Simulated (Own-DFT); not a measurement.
# Stretching a layer in its plane: wurtzite GaN, 72 atoms (Ga36N36)

Everything here is calculated. The program is Own-DFT (plane waves, in-house, since retired, never reviewed by a person); positions were held fixed, and spin and spin-orbit coupling were off.

Common settings: PBE; PseudoDojo norm-conserving scalar-relativistic files; cutoff 42 hartree; 4 x 4 x 3 k mesh centred on Gamma; Fermi-Dirac smearing of 0.1 eV.

Limits: forces not confirmed at this smearing and k mesh; stress not checked against mesh or cutoff.

Unstrained cell vectors in Å: (9.567, 0.000, 0.000); (-4.783, 8.285, 0.000); (0.000, 0.000, 10.370). The unstrained cell has measured lattice constants (interpolated for alloys), not those of this functional. That, the random moves and any unrelaxed bonds set the pressure at no strain. Each run strains x and y alike by e, as a substrate would, and holds the height along z. Each coordinate of each atom was shifted by a normal deviate of width 0.05 Å. Stress is positive in tension.

```
e (%),u (Å),(s_xx + s_yy)/2 (GPa),s_zz (GPa)
-2.50,0.049,-22.37,-12.63
-1.75,0.049,-16.75,-11.91
-1.25,0.048,-13.57,-10.70
-1.00,0.049,-12.57,-10.57
-0.75,0.050,-11.00,-10.47
0.25,0.048,-5.96,-7.64
0.75,0.047,-3.85,-5.30
2.00,0.049,?,?
2.75,0.047,5.43,-4.09
3.00,0.053,5.76,-4.51
```

## Worked fit

With e as a fraction, the in-plane stress is -7.1 + 521 e - 2908 e² GPa (errors 9 and 492, scatter 0.42), and s_zz is -8.6 + 166 e GPa (slope ± 17, scatter 0.92). At e = 0 the first slope is C11 + C12 and the second 2 C13, both with the ions held to the strained lattice and at the cell's own pressure. The term in e² is negative: the layer stiffens under compression and softens under tension. A free layer would change its height as e changes, and the in-plane slope would drop by 2 C13²/C33 to the biaxial modulus. At fixed height, a misfit of 1 % moves the in-plane stress by about 5.2 GPa and s_zz by 1.7 GPa.

## The run left out

The question: what are the two stresses at e = 2.00 %?

The fitted form gives 2.2 and -5.2 GPa. DFT gave 2.43 and -6.21 GPa.
